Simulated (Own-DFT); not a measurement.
GaP (zincblende, atoms displaced) (calculated)

All values are calculated (Own-DFT development build). A calculation, not a measurement: plane-wave PBE density functional theory by an unreviewed code, no spin, of a simulated periodic cell, stress positive in tension, free energy of the whole cell less one offset for each atom, forces on such cells passed a denser k mesh, this cell's mesh not checked; offsets are fitted by least squares, one for each functional and potential file, so energies compare only between cells with the same atoms and settings and are not formation energies; the far tail of each file's local potential was reset to the Coulomb form; each entry is a single point on an unrelaxed cell, so the pressure reflects the starting lattice, mostly measured values (interpolated for alloys), from which strain is counted, and rises with the displacements; printed positions are rounded, which can move forces by about a meV/angstrom; the program, named Own-DFT, is a retired in-house code; no spin-orbit coupling.

Settings shared by all entries: functional PBE; potential files PseudoDojo norm-conserving, scalar-relativistic, standard set; wave cutoff 42 hartree; occupations Fermi-Dirac; smearing width 0.1 eV; k mesh 2 x 3 x 3 centred on Gamma.

(1) GaP (zincblende, atoms displaced)

```
cell vectors (Å)
  16.3515     0.0000     0.0000
   0.0000    10.9010     0.0000
   0.0000     0.0000    10.9010
atoms (fractions of the cell vectors)
Ga  0.99872  0.00315  0.98978
Ga  0.00175  0.25169  0.24589
Ga  0.16717  0.99706  0.25705
Ga  0.16854  0.25472  0.99429
P   0.08552  0.12142  0.12487
P   0.08586  0.36639  0.37648
P   0.24757  0.12868  0.37261
P   0.25272  0.37529  0.12950
Ga  0.99804  0.00305  0.49032
Ga  0.00162  0.25130  0.74794
Ga  0.16484  0.00870  0.74442
Ga  0.16613  0.25556  0.49730
P   0.08038  0.12518  0.62746
P   0.08387  0.36826  0.87378
P   0.25121  0.12334  0.87050
P   0.24511  0.37324  0.62747
Ga  0.99568  0.49431  0.00197
Ga  0.00072  0.75550  0.25704
Ga  0.16515  0.49510  0.25655
Ga  0.16570  0.75123  0.00198
P   0.08081  0.61788  0.12860
P   0.08870  0.87482  0.36955
P   0.24974  0.62155  0.36815
P   0.25302  0.86942  0.11818
Ga  0.99819  0.50167  0.50262
Ga  0.00420  0.75025  0.75756
Ga  0.16723  0.49984  0.74879
Ga  0.16531  0.75597  0.50935
P   0.07898  0.61914  0.62279
P   0.08644  0.87542  0.87071
P   0.25078  0.62843  0.87075
P   0.24519  0.87175  0.63014
Ga  0.33528  0.99878  0.99640
Ga  0.32932  0.25364  0.24724
Ga  0.49963  0.00062  0.24664
Ga  0.50334  0.25184  0.00090
P   0.41602  0.13207  0.12490
P   0.41741  0.37186  0.37199
P   0.58371  0.12597  0.38317
P   0.58385  0.37897  0.12343
Ga  0.33119  0.99885  0.49697
Ga  0.32997  0.25070  0.74744
Ga  0.49729  0.99210  0.75276
Ga  0.49771  0.24634  0.49687
P   0.41382  0.12235  0.62955
P   0.41723  0.37626  0.87973
P   0.58151  0.12717  0.87574
P   0.58685  0.37296  0.62432
Ga  0.33117  0.50643  0.99973
Ga  0.33462  0.74880  0.25322
Ga  0.50356  0.49401  0.25706
Ga  0.50042  0.75510  0.99932
P   0.41866  0.62329  0.11835
P   0.41579  0.87043  0.36912
P   0.58605  0.62748  0.37215
P   0.58373  0.87477  0.12750
Ga  0.32604  0.50215  0.51060
Ga  0.33294  0.74559  0.74797
Ga  0.50375  0.51008  0.74889
Ga  0.49986  0.74901  0.49861
P   0.41489  0.63071  0.62691
P   0.41931  0.88089  0.87206
P   0.57978  0.62905  0.87298
P   0.58360  0.88142  0.62787
Ga  0.66667  0.99853  0.99567
Ga  0.66314  0.25400  0.25414
Ga  0.83361  0.00117  0.24011
Ga  0.83091  0.23976  0.99745
P   0.75232  0.13012  0.13169
P   0.74933  0.37827  0.37824
P   0.91260  0.12357  0.36630
P   0.91716  0.37376  0.11887
Ga  0.66719  0.99861  0.50479
Ga  0.66157  0.24109  0.75095
Ga  0.83784  0.99653  0.74755
Ga  0.83266  0.25033  0.49685
P   0.74840  0.12924  0.62419
P   0.75430  0.37139  0.86987
P   0.91833  0.12517  0.88139
P   0.91823  0.37501  0.61359
Ga  0.66905  0.50630  0.00740
Ga  0.66341  0.75015  0.24423
Ga  0.82819  0.51204  0.25312
Ga  0.82900  0.74845  0.99828
P   0.74734  0.62091  0.12925
P   0.75002  0.87535  0.37801
P   0.92091  0.63138  0.37970
P   0.92058  0.88102  0.11850
Ga  0.66717  0.50108  0.49699
Ga  0.66585  0.74791  0.75469
Ga  0.83199  0.50061  0.74223
Ga  0.82965  0.74985  0.50321
P   0.75703  0.61157  0.62338
P   0.75187  0.88438  0.87164
P   0.91942  0.61816  0.87262
P   0.91637  0.87313  0.62140
```

It finds free energy of cell above offsets -50.252 eV; pressure 3.21 GPa; stress xx -3.27 GPa; stress yy -3.17 GPa; stress zz -3.19 GPa; stress yz 0.62 GPa; stress xz -0.25 GPa; stress xy -0.13 GPa.

Force:
```csv
element,x (eV/Å),y (eV/Å),z (eV/Å)
Ga,1.328,-0.527,0.904
Ga,-0.243,-0.369,-0.16
Ga,0.722,0.466,-1.651
Ga,0.334,-0.823,0.889
P,0.049,0.153,-0.391
P,-1.279,1.272,-0.214
P,0.431,-0.244,0.431
P,-1.011,0.758,-1.116
Ga,0.162,-0.247,0.306
Ga,-0.783,0.029,0.05
Ga,0.246,-0.639,0.509
Ga,0.092,-1.231,0.765
P,0.053,0.168,-1.288
P,-0.17,1.265,-0.027
P,-0.222,0.147,0.445
P,0.471,-0.006,-0.109
Ga,1.017,0.262,-0.454
Ga,0.011,-0.245,-1.153
Ga,-0.008,-0.029,-0.684
Ga,-0.298,-0.625,-0.061
P,0.145,0.553,-0.193
P,-0.855,-0.168,1.407
P,-0.213,0.592,1.348
P,-0.089,0.686,0.957
Ga,0.497,-0.509,-1.096
Ga,-0.694,-0.263,-0.834
Ga,-0.607,0.174,0.388
Ga,-0.278,-1.274,-1.062
P,0.895,0.831,0.616
P,0.022,0.492,0.477
P,-0.636,-0.374,0.48
P,1.053,0.832,-0.115
Ga,-0.076,0.434,0.29
Ga,0.848,-0.54,0.521
Ga,-0.099,0.474,0.443
Ga,-0.561,0.209,0.031
P,0.064,-0.659,-0.133
P,-0.789,0.378,0.859
P,0.014,-0.61,-0.958
P,0.258,-0.307,0.216
Ga,-0.015,-0.139,0.194
Ga,0.723,0.22,0.481
Ga,0.713,1.577,-0.667
Ga,-0.156,0.347,0.844
P,0.258,-0.02,-0.593
P,-0.111,0.268,-0.845
P,-0.303,-0.951,0.175
P,-0.929,0.396,-0.12
Ga,0.21,-0.601,-0.049
Ga,-0.118,-0.633,-1.163
Ga,-0.521,0.647,-0.704
Ga,-0.287,-0.112,0.078
P,0.232,0.23,1.078
P,0.371,0.79,0.756
P,-0.456,-0.209,0.537
P,-0.078,0.483,-0.8
Ga,0.835,-0.091,-1.024
Ga,0.073,1.136,0.446
Ga,-0.78,-1.494,-0.359
Ga,0.175,0.393,0.052
P,0.471,-0.74,-0.588
P,-1.098,-1.495,0.662
P,1.117,0.044,1.054
P,-0.052,-1.199,-0.218
Ga,0.066,0.694,0.785
Ga,0.32,-0.071,-0.04
Ga,0.046,-0.752,0.613
Ga,0.259,1.128,0.252
P,-1.452,-0.362,-0.607
P,0.18,-0.125,-0.688
P,0.499,0.529,0.351
P,-1.194,-0.24,1.135
Ga,0.256,0.301,-0.332
Ga,0.902,1.031,-0.077
Ga,-0.027,0.995,-0.265
Ga,0.008,-0.235,-0.11
P,0.629,-0.583,0.283
P,-0.965,0.156,0.414
P,-0.472,0.37,-1.802
P,-0.383,-0.522,1.263
Ga,-0.471,-1.066,-1.648
Ga,0.781,0.297,0.808
Ga,1.57,-1.282,0.483
Ga,0.795,0.067,-0.01
P,0.29,1.644,-0.442
P,-0.214,-0.079,-0.828
P,-0.989,-0.194,-0.347
P,-0.569,-1.051,0.323
Ga,-0.142,-0.12,0.429
Ga,0.669,0.195,-0.729
Ga,1.614,-1.4,1.23
Ga,0.473,-0.081,-0.163
P,-2.174,2.125,-0.54
P,-0.274,-1.231,0.126
P,-0.792,0.635,0.053
P,0.687,-0.113,0.217
```

(2) GaP (zincblende, atoms displaced)

```
cell vectors (Å)
  16.3515     0.0000     0.0000
   0.0000    10.9010     0.0000
   0.0000     0.0000    10.9010
atoms (fractions of the cell vectors)
Ga  0.00505  0.00668  0.00304
Ga  0.99834  0.25122  0.24458
Ga  0.16728  0.00199  0.24936
Ga  0.16616  0.24167  0.99835
P   0.08478  0.11857  0.13023
P   0.08611  0.38162  0.37523
P   0.25256  0.13135  0.37171
P   0.24650  0.37020  0.12299
Ga  0.99654  0.00104  0.49844
Ga  0.99916  0.24867  0.75001
Ga  0.16942  0.00339  0.75122
Ga  0.16999  0.25567  0.49480
P   0.08155  0.12874  0.62902
P   0.08404  0.37285  0.87098
P   0.24633  0.12679  0.87102
P   0.25050  0.37309  0.63575
Ga  0.00217  0.50239  0.00177
Ga  0.99879  0.74623  0.25117
Ga  0.16430  0.50182  0.24426
Ga  0.16589  0.74847  0.99940
P   0.08167  0.62264  0.12076
P   0.08437  0.87557  0.37665
P   0.25317  0.62833  0.36470
P   0.24974  0.87761  0.12548
Ga  0.99846  0.49847  0.50134
Ga  0.00062  0.74852  0.74543
Ga  0.16982  0.50051  0.75433
Ga  0.16539  0.75905  0.49616
P   0.08228  0.62023  0.62714
P   0.08548  0.87568  0.87449
P   0.25268  0.62251  0.87590
P   0.25036  0.87887  0.62226
Ga  0.33846  0.00383  0.00418
Ga  0.33287  0.24920  0.25473
Ga  0.50572  0.99950  0.24485
Ga  0.50280  0.25655  0.99828
P   0.42292  0.12233  0.11374
P   0.41660  0.37750  0.37435
P   0.58873  0.12792  0.37575
P   0.57782  0.36937  0.12391
Ga  0.33111  0.98763  0.50068
Ga  0.33419  0.24922  0.74618
Ga  0.50442  0.00117  0.74627
Ga  0.50353  0.25222  0.50438
P   0.41899  0.12900  0.62466
P   0.41427  0.38175  0.87821
P   0.58940  0.12902  0.87451
P   0.58297  0.37107  0.62410
Ga  0.32812  0.49416  0.99827
Ga  0.33050  0.74261  0.24916
Ga  0.50494  0.50427  0.24518
Ga  0.49904  0.74561  0.99071
P   0.41526  0.62663  0.12065
P   0.41728  0.87594  0.37531
P   0.58208  0.62376  0.38088
P   0.57921  0.87448  0.12555
Ga  0.33435  0.50716  0.50334
Ga  0.33283  0.75265  0.74545
Ga  0.49832  0.49761  0.75074
Ga  0.50165  0.74415  0.49313
P   0.41907  0.62385  0.62611
P   0.40997  0.87160  0.87837
P   0.58564  0.62090  0.88106
P   0.58219  0.87297  0.62926
Ga  0.66121  0.00357  0.99638
Ga  0.66527  0.24790  0.25025
Ga  0.82853  0.99833  0.25764
Ga  0.83465  0.24447  0.00625
P   0.74901  0.12642  0.11909
P   0.74762  0.37523  0.37846
P   0.91721  0.11970  0.37751
P   0.91035  0.38204  0.12530
Ga  0.66308  0.99651  0.49945
Ga  0.66900  0.24462  0.74432
Ga  0.83330  0.00167  0.75121
Ga  0.83216  0.24722  0.49899
P   0.74678  0.12419  0.62299
P   0.75186  0.38012  0.87030
P   0.91390  0.12837  0.87389
P   0.91058  0.37504  0.62748
Ga  0.66860  0.49377  0.99604
Ga  0.66631  0.74839  0.24866
Ga  0.83132  0.51093  0.25233
Ga  0.83669  0.75089  0.00044
P   0.75303  0.62797  0.12626
P   0.74421  0.87157  0.37148
P   0.91522  0.63259  0.36963
P   0.91820  0.87923  0.12191
Ga  0.66591  0.50227  0.49608
Ga  0.66651  0.75851  0.74993
Ga  0.83202  0.49118  0.74723
Ga  0.83359  0.74910  0.49369
P   0.75351  0.62064  0.62277
P   0.74421  0.87871  0.87369
P   0.91050  0.62414  0.87820
P   0.92251  0.87775  0.62931
```

It finds free energy of cell above offsets -50.343 eV; pressure 3.23 GPa; stress xx -3.22 GPa; stress yy -3.24 GPa; stress zz -3.25 GPa; stress yz -0.26 GPa; stress xz 0.28 GPa; stress xy 0.22 GPa.

Force:
```csv
element,x (eV/Å),y (eV/Å),z (eV/Å)
Ga,-0.807,-0.639,-0.842
Ga,-0.015,0.295,0.446
Ga,0.491,-0.459,0.648
Ga,-0.492,0.586,0.155
P,-0.199,1.289,-0.288
P,-0.762,-0.548,-0.246
P,-0.492,-1.407,0.814
P,0.194,-0.091,0.263
Ga,1.137,-0.108,0.608
Ga,-0.346,0.5,-0.002
Ga,-0.779,-0.354,-0.409
Ga,-0.311,-0.177,0.871
P,0.555,-0.362,-1.099
P,-0.282,0.12,0.752
P,1.581,-0.229,0.549
P,0.005,0.673,-1.585
Ga,-0.816,-0.707,-0.856
Ga,0.564,0.93,-0.747
Ga,0.515,-0.009,0.109
Ga,0.35,0.231,-0.059
P,0.298,0.746,0.585
P,-0.748,0.499,-0.658
P,-1.531,-0.971,1.779
P,0.179,-0.226,-0.082
Ga,-0.367,0.167,-0.115
Ga,-0.014,-0.304,1.093
Ga,-0.475,-0.005,-0.088
Ga,0.409,-1.335,0.406
P,0.661,0.399,-0.425
P,-0.274,-0.048,-0.17
P,-0.44,0.763,-0.23
P,-0.801,-0.745,0.755
Ga,-1.377,-0.34,-0.634
Ga,0.995,0.448,-1.238
Ga,-0.863,0.65,0.953
Ga,-0.779,-0.711,-1.134
P,-0.164,0.909,1.525
P,0.43,0.121,0.134
P,-1.195,-0.505,0.094
P,1.765,0.929,0.545
Ga,0.948,1.816,-0.566
Ga,0.387,-0.066,0.877
Ga,-0.975,0.264,0.962
Ga,-0.696,-0.206,-1.041
P,-0.309,-0.934,-0.258
P,0.278,-1.1,-0.493
P,-1.413,0.283,-0.416
P,0.52,0.895,0.553
Ga,0.414,0.395,0.799
Ga,1.268,1.599,-0.892
Ga,-1.158,-0.091,0.235
Ga,-0.281,0.341,0.65
P,0.1,-0.513,0.073
P,0.214,-0.376,-0.649
P,0.743,-0.102,-1.422
P,0.861,-0.783,-0.884
Ga,-0.437,-0.782,-0.28
Ga,0.002,-0.425,0.139
Ga,0.568,0.056,0.181
Ga,-0.813,1.021,1.041
P,-0.052,0.61,-0.046
P,1.223,0.53,-0.845
P,-0.039,0.309,-1.221
P,-0.203,-0.236,-1.154
Ga,0.584,-0.653,0.83
Ga,0.585,0.536,-0.506
Ga,0.358,0.141,-0.991
Ga,-0.198,1.018,-0.792
P,-0.363,-0.617,1.005
P,0.421,0.089,-0.82
P,-0.503,0.936,-0.673
P,0.865,-0.343,0.177
Ga,0.297,-0.056,0.25
Ga,-0.021,1.069,0.502
Ga,-0.298,-0.255,-0.189
Ga,-0.089,0.022,0.036
P,0.852,-0.701,-0.429
P,-0.433,-1.726,0.599
P,0.724,-0.338,0.445
P,1.313,-0.701,-0.837
Ga,-0.031,0.209,0.944
Ga,-0.562,-0.271,-0.359
Ga,-0.19,-1.041,0.327
Ga,-0.776,0.725,-0.034
P,-0.991,-0.088,-0.615
P,0.491,0.217,0.795
P,0.486,-1.041,0.898
P,-0.111,0.023,0.598
Ga,0.175,-0.4,0.947
Ga,0.236,-1.553,-0.039
Ga,0.085,1.512,0.358
Ga,-0.126,0.633,0.912
P,-0.658,0.745,0.1
P,1.207,-0.025,0.6
P,1.168,-0.324,-0.939
P,-1.447,-0.22,-0.622
```

(3) GaP (zincblende, atoms displaced)

```
cell vectors (Å)
  16.3515     0.0000     0.0000
   0.0000    10.9010     0.0000
   0.0000     0.0000    10.9010
atoms (fractions of the cell vectors)
Ga  0.99965  0.00157  0.00196
Ga  0.99991  0.25198  0.24779
Ga  0.16085  0.99772  0.24817
Ga  0.16686  0.24486  0.00130
P   0.08417  0.12887  0.12503
P   0.08317  0.38355  0.36959
P   0.24652  0.11537  0.36986
P   0.24876  0.37519  0.12006
Ga  0.99735  0.00269  0.50058
Ga  0.99621  0.24774  0.74935
Ga  0.16964  0.00295  0.74813
Ga  0.16687  0.25322  0.49719
P   0.08390  0.11920  0.62866
P   0.08307  0.38418  0.87429
P   0.24999  0.12486  0.87604
P   0.24759  0.38052  0.63792
Ga  0.99831  0.50239  0.99994
Ga  0.00405  0.74966  0.25281
Ga  0.17020  0.50188  0.25228
Ga  0.16794  0.75247  0.00225
P   0.07925  0.62699  0.11984
P   0.08142  0.87622  0.37186
P   0.24738  0.62658  0.37570
P   0.25174  0.88271  0.12022
Ga  0.00218  0.49934  0.49646
Ga  0.00341  0.75044  0.75172
Ga  0.16143  0.49313  0.74581
Ga  0.16813  0.75053  0.49865
P   0.08399  0.62080  0.63289
P   0.08516  0.88043  0.87825
P   0.24880  0.63103  0.87808
P   0.24900  0.87504  0.63159
Ga  0.33165  0.00328  0.99703
Ga  0.33662  0.23971  0.25155
Ga  0.50170  0.99935  0.24810
Ga  0.50081  0.24683  0.99237
P   0.41492  0.11841  0.12316
P   0.42438  0.37856  0.37051
P   0.58173  0.12913  0.36460
P   0.58829  0.38038  0.11282
Ga  0.33549  0.99682  0.49934
Ga  0.33679  0.24685  0.75562
Ga  0.49554  0.00429  0.75044
Ga  0.49942  0.25593  0.49078
P   0.41763  0.12668  0.61826
P   0.41274  0.36979  0.87939
P   0.57984  0.12040  0.88326
P   0.58011  0.37630  0.61611
Ga  0.33736  0.50734  0.99628
Ga  0.33651  0.75211  0.24503
Ga  0.49705  0.49535  0.25822
Ga  0.50190  0.75395  0.00412
P   0.41054  0.62583  0.12681
P   0.41747  0.87684  0.37185
P   0.58451  0.62319  0.37316
P   0.58182  0.87567  0.13100
Ga  0.32973  0.50295  0.49508
Ga  0.33404  0.75489  0.74845
Ga  0.49554  0.50374  0.74963
Ga  0.49825  0.75110  0.50473
P   0.41054  0.62952  0.62807
P   0.41649  0.87420  0.88358
P   0.58095  0.63108  0.86976
P   0.58310  0.87032  0.62354
Ga  0.66124  0.99661  0.99493
Ga  0.66631  0.24999  0.24990
Ga  0.83340  0.00568  0.24838
Ga  0.83602  0.24955  0.00250
P   0.74819  0.12232  0.12913
P   0.74808  0.37917  0.37524
P   0.92063  0.12434  0.37234
P   0.91628  0.37075  0.12436
Ga  0.66454  0.99300  0.50228
Ga  0.66556  0.25100  0.74835
Ga  0.83854  0.00737  0.76216
Ga  0.83248  0.24486  0.50039
P   0.75441  0.12333  0.61928
P   0.74685  0.36994  0.87561
P   0.91583  0.12475  0.87576
P   0.92006  0.36920  0.62797
Ga  0.66738  0.49799  0.99613
Ga  0.66856  0.74579  0.24704
Ga  0.83355  0.50605  0.24621
Ga  0.83336  0.74492  0.00239
P   0.74750  0.62309  0.12711
P   0.75211  0.86502  0.37219
P   0.92157  0.62306  0.37331
P   0.91714  0.87554  0.12430
Ga  0.66964  0.49784  0.50239
Ga  0.67223  0.75142  0.74721
Ga  0.83069  0.50450  0.75225
Ga  0.83607  0.74844  0.50261
P   0.74511  0.62359  0.63150
P   0.74319  0.86443  0.87964
P   0.91215  0.62070  0.87930
P   0.91686  0.87320  0.61948
```

It finds free energy of cell above offsets -49.987 eV; pressure 3.27 GPa; stress xx -3.25 GPa; stress yy -3.32 GPa; stress zz -3.26 GPa; stress yz -0.45 GPa; stress xz -0.07 GPa; stress xy 0.06 GPa.

Force:
```csv
element,x (eV/Å),y (eV/Å),z (eV/Å)
Ga,0.132,-0.063,0.016
Ga,0.323,0.105,0.255
Ga,0.596,-0.105,-0.488
Ga,-0.122,1.036,-0.452
P,-0.576,-0.356,-0.014
P,0.229,-1.032,0.269
P,0.489,0.83,0.836
P,0.829,-0.025,0.574
Ga,0.57,-0.343,0.02
Ga,1.222,-0.009,0.484
Ga,-0.376,-0.243,0.569
Ga,-0.005,-0.148,0.279
P,-0.249,0.91,-0.592
P,-0.598,-1.784,0.604
P,-0.021,0.164,-0.377
P,1.223,-1.303,-1.759
Ga,-0.131,-0.426,0.041
Ga,-0.629,0.034,-0.662
Ga,-0.495,0.007,-1.158
Ga,-0.212,0.133,0.07
P,0.995,-0.058,0.67
P,0.265,-0.055,0.957
P,0.707,0.539,-0.546
P,-0.583,-0.662,0.861
Ga,-0.184,-0.057,0.881
Ga,-0.572,0.142,0.291
Ga,0.724,1.323,1.183
Ga,-0.632,0.162,0.624
P,-0.296,0.748,-1.385
P,-0.059,-0.205,-0.325
P,0.062,-0.687,-0.878
P,0.344,0.135,-1.09
Ga,0.224,-0.194,-0.037
Ga,-0.617,0.875,-0.213
Ga,-0.571,0.243,0.091
Ga,-0.411,0.635,1.449
P,0.787,0.555,-0.17
P,-3.138,-1.174,1.047
P,0.188,-0.558,1.242
P,-1.569,-1.009,1.512
Ga,-0.739,-0.008,-0.001
Ga,-0.701,-0.02,-0.778
Ga,0.432,-0.714,0.057
Ga,0.522,-0.93,0.517
P,-0.135,0.368,0.2
P,0.973,0.808,-0.384
P,0.52,0.294,-1.966
P,0.179,0.037,1.177
Ga,-1.287,-0.551,0.067
Ga,-1.111,0.546,0.552
Ga,1.777,1.64,-2.403
Ga,-0.259,-0.619,0.153
P,1.895,-0.326,-0.029
P,0.201,-0.353,0.35
P,-0.267,0.155,0.542
P,0.683,-0.387,-0.425
Ga,0.35,-0.484,0.646
Ga,-0.382,-0.059,1.132
Ga,0.105,-0.475,-0.011
Ga,0.01,-0.498,-0.73
P,0.546,-0.539,-0.736
P,-0.088,0.331,-0.979
P,0.373,-0.398,0.384
P,-0.226,0.636,0.816
Ga,0.673,-0.282,1.11
Ga,0.109,0.755,-0.556
Ga,0.128,-0.93,0.303
Ga,-1.001,-0.309,-0.081
P,-0.052,0.197,-0.985
P,0.897,-0.564,-0.218
P,-0.624,0.405,0.063
P,0.056,0.858,0.108
Ga,0.431,0.448,-0.857
Ga,-0.365,-0.516,-0.389
Ga,-1.558,-1.784,-1.485
Ga,0.636,0.968,-0.658
P,-1.077,-0.656,1.148
P,0.837,0.267,-0.136
P,0.937,0.724,1.077
P,-1.109,1.053,-0.828
Ga,0.094,1.052,-0.685
Ga,-0.59,0.318,0.423
Ga,0.156,-0.692,0.483
Ga,-0.268,0.433,0.327
P,0.352,-0.124,-0.842
P,-0.053,0.951,0.246
P,-0.759,0.221,0.215
P,-0.141,-0.148,0.265
Ga,-0.697,0.381,-0.261
Ga,-1.657,-0.033,0.047
Ga,0.127,-1.12,-0.156
Ga,-0.48,-0.677,-0.315
P,1.329,-0.183,-1.127
P,1.593,1.438,0.145
P,0.706,0.673,-0.58
P,0.131,0.336,1.362
```

(4) GaP (zincblende, atoms displaced)

```
cell vectors (Å)
  16.3515     0.0000     0.0000
   0.0000    10.9010     0.0000
   0.0000     0.0000    10.9010
atoms (fractions of the cell vectors)
Ga  0.99672  0.99362  0.99988
Ga  0.00533  0.25418  0.25284
Ga  0.16676  0.00605  0.24956
Ga  0.16391  0.25089  0.99494
P   0.08222  0.12731  0.13042
P   0.07906  0.37688  0.37962
P   0.25044  0.12192  0.38042
P   0.24488  0.38171  0.11920
Ga  0.00177  0.99078  0.50507
Ga  0.00020  0.24976  0.74901
Ga  0.16632  0.00131  0.75172
Ga  0.16285  0.24702  0.49997
P   0.08208  0.12887  0.62425
P   0.08381  0.37373  0.87643
P   0.24970  0.12292  0.87050
P   0.25148  0.38658  0.61923
Ga  0.00000  0.49639  0.99465
Ga  0.00066  0.74488  0.24867
Ga  0.16860  0.50346  0.25128
Ga  0.16318  0.75320  0.00671
P   0.08156  0.62924  0.12331
P   0.08558  0.87094  0.37361
P   0.24999  0.61776  0.37881
P   0.25444  0.87052  0.11793
Ga  0.99859  0.50143  0.50074
Ga  0.00047  0.74219  0.74950
Ga  0.16710  0.50100  0.75002
Ga  0.16901  0.74469  0.50386
P   0.08769  0.62977  0.62177
P   0.07960  0.87253  0.87174
P   0.25026  0.62211  0.86975
P   0.25190  0.86170  0.62352
Ga  0.33516  0.00242  0.00201
Ga  0.33165  0.25038  0.25127
Ga  0.49570  0.99361  0.25980
Ga  0.49898  0.25081  0.99593
P   0.41802  0.12168  0.13147
P   0.41794  0.37271  0.36946
P   0.57992  0.11821  0.37935
P   0.58752  0.37211  0.12610
Ga  0.33630  0.00168  0.50482
Ga  0.33259  0.24202  0.75474
Ga  0.49693  0.99642  0.74266
Ga  0.49923  0.25395  0.49780
P   0.41385  0.12595  0.62679
P   0.41334  0.37485  0.87605
P   0.58648  0.12113  0.87514
P   0.58212  0.37084  0.62203
Ga  0.33503  0.49561  0.00214
Ga  0.33179  0.75248  0.25356
Ga  0.49854  0.50411  0.25289
Ga  0.49895  0.75476  0.99348
P   0.41339  0.63408  0.12484
P   0.41850  0.86831  0.37198
P   0.58425  0.62439  0.36638
P   0.57925  0.87437  0.12674
Ga  0.33437  0.49955  0.49398
Ga  0.33661  0.74325  0.75338
Ga  0.50011  0.49457  0.75148
Ga  0.49531  0.74597  0.50364
P   0.41598  0.62439  0.62554
P   0.42232  0.86722  0.87495
P   0.57872  0.63476  0.87819
P   0.58236  0.88063  0.62205
Ga  0.66505  0.99637  0.99591
Ga  0.66894  0.25060  0.24342
Ga  0.83348  0.00545  0.24919
Ga  0.83488  0.25021  0.99524
P   0.74786  0.12683  0.12636
P   0.74923  0.37564  0.37420
P   0.90917  0.11626  0.36882
P   0.91465  0.36937  0.13290
Ga  0.66461  0.00250  0.49342
Ga  0.66397  0.25126  0.74265
Ga  0.84244  0.98996  0.76057
Ga  0.82802  0.25201  0.50549
P   0.75131  0.12239  0.62643
P   0.74722  0.37442  0.87921
P   0.91951  0.12820  0.87997
P   0.91953  0.37316  0.61983
Ga  0.66881  0.49806  0.00218
Ga  0.66974  0.75468  0.25279
Ga  0.83520  0.50240  0.24812
Ga  0.83296  0.74667  0.99920
P   0.74874  0.63240  0.12856
P   0.74893  0.87680  0.37709
P   0.91905  0.62278  0.38052
P   0.91568  0.87253  0.12166
Ga  0.66639  0.50200  0.50717
Ga  0.66250  0.75322  0.75152
Ga  0.83121  0.49469  0.74589
Ga  0.83509  0.74854  0.49828
P   0.75208  0.63048  0.62385
P   0.74888  0.87522  0.87850
P   0.91663  0.62827  0.86425
P   0.91535  0.87192  0.62806
```

Results for GaP (zincblende, atoms displaced): free energy of cell above offsets -50.441 eV; pressure 3.17 GPa; stress xx -3.22 GPa; stress yy -3.12 GPa; stress zz -3.16 GPa; stress yz -0.05 GPa; stress xz 0.11 GPa; stress xy -0.09 GPa.

Force:
```csv
element,x (eV/Å),y (eV/Å),z (eV/Å)
Ga,0.694,0.515,0.281
Ga,-1.31,-0.771,0.309
Ga,0.443,-0.865,-0.076
Ga,0.386,-0.565,0.643
P,0.112,-0.317,-1.096
P,1.083,0.255,-0.324
P,-0.032,0.381,-0.24
P,0.529,-1.032,0.565
Ga,-0.461,0.611,-0.765
Ga,-0.038,0.222,0.14
Ga,-0.137,-0.805,-0.749
Ga,0.801,0.817,-0.02
P,0.003,-0.889,0.283
P,-0.193,0.219,-0.926
P,-0.211,-0.129,1.09
P,-0.371,-1.821,0.648
Ga,-0.706,0.4,0.613
Ga,-0.376,0.67,0.327
Ga,-0.93,-0.228,-0.14
Ga,0.541,-0.195,-1.195
P,0.129,-1.134,0.097
P,0.12,0.034,0.11
P,0.09,1.092,-0.605
P,-0.814,0.839,0.872
Ga,0.637,0.203,0.532
Ga,0.391,0.768,-0.749
Ga,-0.086,-0.071,-0.254
Ga,0.074,0.49,-1.119
P,-1.117,-1.158,0.626
P,0.519,0.288,0.3
P,-0.161,0.234,1.286
P,0.324,1.545,0.641
Ga,0.368,-0.319,-0.49
Ga,-0.48,-0.059,-0.488
Ga,0.843,0.468,-0.958
Ga,0.511,-0.387,0.483
P,-0.156,0.51,-0.411
P,-0.266,0.325,0.349
P,0.057,1.256,-0.94
P,-1.315,0.609,-0.33
Ga,-0.469,-1.066,-0.431
Ga,-0.263,1.353,-0.842
Ga,0.461,0.406,0.804
Ga,-0.208,-0.772,-0.026
P,0.689,0.357,-0.146
P,0.455,-0.456,-0.216
P,-1.073,0.453,-0.75
P,-0.126,0.781,0.27
Ga,-0.393,1.082,-0.015
Ga,-0.428,-0.491,-0.064
Ga,0.141,-0.184,-1.116
Ga,0.288,-0.514,1.941
P,0.51,-0.929,-0.185
P,-1.03,0.24,1.276
P,0.046,0.276,1.492
P,0.543,0.168,-0.032
Ga,0.772,-0.118,0.296
Ga,-0.301,0.366,0.02
Ga,0.012,0.565,-0.031
Ga,1.232,0.117,-0.472
P,0.131,-0.915,-0.038
P,-1.705,1.713,-0.877
P,1.023,-1.875,-0.505
P,0.074,-0.77,-0.334
Ga,0.013,0.219,1.121
Ga,-0.43,-0.281,1.26
Ga,-0.997,-1.353,-1.032
Ga,-0.552,0.015,0.883
P,0.481,-0.641,-1.027
P,-0.111,0.302,0.218
P,2.152,1.636,1.86
P,0.537,0.549,-1.1
Ga,0.606,-0.179,0.973
Ga,0.567,-0.688,0.754
Ga,-1.158,0.977,-0.224
Ga,0.536,-0.442,-0.874
P,-0.05,-0.46,0.497
P,0.381,-0.072,-1.021
P,0.034,-0.346,-0.502
P,-0.597,-0.045,0.617
Ga,-0.554,0.917,0.157
Ga,-0.791,0.192,-0.238
Ga,-0.464,0.085,0.408
Ga,0.066,0.102,-0.208
P,0.479,-0.924,-0.385
P,0.641,0.039,-0.171
P,-0.436,0.368,-0.87
P,-0.287,-0.147,0.732
Ga,0.037,0.164,-0.968
Ga,0.375,0.141,-0.324
Ga,0.151,0.136,0.122
Ga,-0.248,0.444,-0.104
P,-0.657,-0.377,0.514
P,0.334,-0.409,-0.381
P,-0.585,-1.264,1.193
P,0.65,-0.459,-0.217
```
